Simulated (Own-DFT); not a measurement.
# Strain and stress in wurtzite GaN, 72 atoms (Ga36N36)

These are calculations, not measurements. They come from Own-DFT, an in-house plane-wave density functional program, since retired, whose code no person has reviewed. Each row is one single-point run on a periodic cell that was not relaxed, without spin or spin-orbit coupling.

Settings of every run: PBE; PseudoDojo norm-conserving scalar-relativistic files; cutoff 42 hartree; 4 x 4 x 3 k mesh centred on Gamma; Fermi-Dirac smearing of 0.1 eV.

Known limits: forces not confirmed at this smearing and k mesh; stress not checked against mesh or cutoff.

Unstrained cell vectors in Å: (9.567, 0.000, 0.000); (-4.784, 8.285, 0.000); (0.000, 0.000, 10.370). The unstrained cell has measured lattice constants (interpolated for alloys), not those of this functional. That, the random moves and any unrelaxed bonds set the pressure at no strain. Each run strains this cell uniformly, with the atoms carried along. Every atom was also moved at random, by a Gaussian of width 0.05 Å on each axis. Strain is the symmetric tensor, in per cent. Stress is positive in tension, and the pressure is minus a third of its trace.

| run | e_xx (%) | e_yy (%) | e_zz (%) | s_xx (GPa) | s_yy (GPa) | s_zz (GPa) | P (GPa) | E (meV/atom) |
|---|---|---|---|---|---|---|---|---|
| 1 | 2.00 | 2.00 | 0.00 | 2.03 | 2.39 | -5.17 | 0.25 | 6.4 |
| 2 | 1.25 | 1.25 | 0.00 | -0.22 | -3.01 | -5.00 | 2.74 | 6.1 |
| 3 | 2.75 | 2.75 | 0.00 | 5.95 | 4.19 | -3.78 | -2.12 | 6.9 |
| 4 | -2.25 | -2.25 | 0.00 | -20.27 | -19.96 | -13.42 | 17.88 | 72.6 |
| 5 | -2.75 | -2.75 | 0.00 | -24.60 | -26.27 | -11.44 | 20.77 | 80.6 |
| 6 | 2.25 | 2.25 | 0.00 | 4.43 | 3.32 | -5.65 | -0.70 | 0.0 |
| 7 | 1.50 | 1.50 | 0.00 | 1.43 | -0.83 | -6.36 | 1.92 | 4.1 |
| 8 | -1.75 | -1.75 | 0.00 | -17.27 | -18.26 | -10.91 | 15.48 | 58.5 |
| 9 | -1.00 | -1.00 | 0.00 | ? | ? | ? | ? | ? |

E is the free energy for each atom above the lowest run shown.

## Worked fit

The change of volume is close to e_xx + e_yy + e_zz. A straight line through the runs shown gives P = 8.69 - 209 x (fractional change of volume) GPa, with an error of 5 on the slope and a scatter of 0.60 GPa. The strain isn't the same on all axes and the cell isn't cubic, so the slope belongs to this path and is not the bulk modulus.

## Withheld run

Question: what pressure should run 9 give? Its volume changes by -1.99 %.

The line gives 12.8 GPa. The calculation gave 11.80 GPa.
